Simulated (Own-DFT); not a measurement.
# Shaking the atoms of beta-Si3N4, 112 atoms (N64Si48)

All numbers below are calculated, not measured. They come from Own-DFT, an in-house plane-wave density functional program, since retired, whose code no person has reviewed. Each row is one single-point run on a periodic cell that was not relaxed, without spin or spin-orbit coupling.

Settings of every run: PBE; PseudoDojo norm-conserving scalar-relativistic files; cutoff 42 hartree; 2 x 2 x 4 k mesh centred on Gamma; Fermi-Dirac smearing of 0.1 eV.

Known limits, some of them of some rows only: some atoms lie very close together; forces on such cells moved up to 12 meV/angstrom on a denser k mesh; stress not checked against mesh or cutoff.

Cell vectors in Å: (15.212, 0.000, 0.000); (-7.606, 13.174, 0.000); (0.000, 0.000, 5.818). In each run every atom was moved at random and independently from its ideal site; u is the rms move along one axis. E is the free energy for each atom above the fitted value at u = 0, and F the rms of the force components.

```
run   u (Å)  E (meV/atom)  F (eV/Å)  largest force (eV/Å)  P (GPa)
  1  0.0195          19.1     0.834                  3.24     5.50
  2  0.0201          18.4     0.803                  3.96     5.48
  3  0.0488         106.0     1.925                  7.47     7.81
  4  0.0491         110.9     1.962                  8.59     7.67
  5  0.0510         121.1     2.083                  9.47     7.94
  6  0.0968             ?         ?                     ?        ?
  7  0.1019         496.6     4.454                 25.08    16.94
  8  0.1036         518.2     4.681                 24.72    17.81
  9  0.1620        1097.8     7.756                 44.89    33.05
```

## Worked fit

For small independent moves the energy grows as E = (3/2) K u², with K the mean stiffness felt by one atom. The runs with u up to 0.11 Å give K = 31.3 ± 0.5 eV/Å², with residuals divided by u² + 0.0006 Å², since the noise grows with the moves. The scatter is 4.1 meV/atom at u = 0.05 Å. The forces follow F = G u with G = 41.8 eV/Å²; no force at u = 0 is resolved. G exceeds K because the moves of its neighbours add to the force on an atom, and stiffness differs between atoms. At u = 0.162 Å the parabola gives 1231 meV/atom and the run 1098. The pressure follows P = 4.96 + 1174 u² GPa: at fixed volume, shortened bonds push harder than stretched ones pull.

## Withheld run

Question: what energy and rms force should run 6 give?

The fit gives 439 ± 15 meV/atom and about 4.05 eV/Å. The calculation gave 498.7 meV/atom and 5.289 eV/Å. This run lies off the fit, by chance or by something that the fit leaves out.
